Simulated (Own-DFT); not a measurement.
# Point defects and the pressure they add: 4H SiC

The numbers are computed, not measured, by runs of the plane-wave DFT program Own-DFT (in-house, retired, unreviewed) at fixed positions, with no spin and no spin-orbit coupling.

Common settings: PBE; PseudoDojo norm-conserving scalar-relativistic files; cutoff 42 hartree; 4 x 4 x 3 k mesh centred on Gamma; Fermi-Dirac smearing of 0.1 eV.

Limits (not all hold for every row): some atoms lie very close together; not probed for a lower state with spin; forces on such cells passed a denser k mesh, each cell not checked; stress not checked against mesh or cutoff.

All runs share one cell, with vectors in Å (9.248, 0.000, 0.000); (-4.624, 8.009, 0.000); (0.000, 0.000, 10.068) and a volume of 745.7 Å³. Atoms were moved at random from their sites; u is the rms move along one axis. The defect's site can differ from row to row.

| cell | formula | u (Å) | P (GPa) |
|---|---|---|---|
| no defect | C36Si36 | 0.0277 | 3.68 |
| no defect | C36Si36 | 0.0307 | 3.71 |
| no defect | C36Si36 | 0.0630 | 6.57 |
| two Al on a Si site each | Al2C36Si34 | 0.0284 | 5.71 |
| two Al on a Si site each | Al2C36Si34 | 0.0504 | 7.07 |
| two Al on a Si site each | Al2C36Si34 | 0.0547 | 7.78 |
| one Al on a Si site and one N on a C site | AlC35NSi35 | 0.0480 | 5.03 |
| one Al on a Si site and one N on a C site | AlC35NSi35 | 0.0502 | 5.12 |
| one Al on a Si site and one N on a C site | AlC35NSi35 | 0.0536 | 5.36 |
| one C on a Si site and one Si on a C site | C36Si36 | 0.0277 | ? |
| one C on a Si site and one Si on a C site | C36Si36 | 0.0313 | 7.77 |
| one C on a Si site and one Si on a C site | C36Si36 | 0.0470 | 8.78 |
| one C on a Si site and one Si on a C site | C36Si36 | 0.0502 | 9.28 |
| one Si on a C site | C35Si37 | 0.0484 | 11.89 |
| one Si on a C site | C35Si37 | 0.0495 | 11.67 |
| one Si on a C site | C35Si37 | 0.0528 | 11.63 |

## Working it out

P = P0 + c u² + a shift for each defect gives P0 = 2.95 GPa, c = 900 ± 57 GPa/Å² and a scatter of 0.19 GPa. The shifts, and each times the cell's volume:

- one Si on a C site: 6.51 ± 0.16 GPa, 30.3 eV
- one C on a Si site and one Si on a C site: 3.95 ± 0.15 GPa, 18.4 eV
- two Al on a Si site each: 2.01 ± 0.15 GPa, 9.3 eV (4.7 eV for each of its 2 sites)
- one Al on a Si site and one N on a C site: -0.08 ± 0.16 GPa, -0.4 eV (not resolved)

Against the defect-free cell, a freed cell would be larger where the shift is positive and smaller where it is negative (160.2 GPa Å³ is 1 eV). The atoms around the defects weren't relaxed, which would change these numbers.

## The run left out

Asked: what pressure belongs in the blank (one C on a Si site and one Si on a C site, u = 0.0277 Å)?

The fit gives 7.59 ± 0.22 GPa. The hidden result is 7.84 GPa.
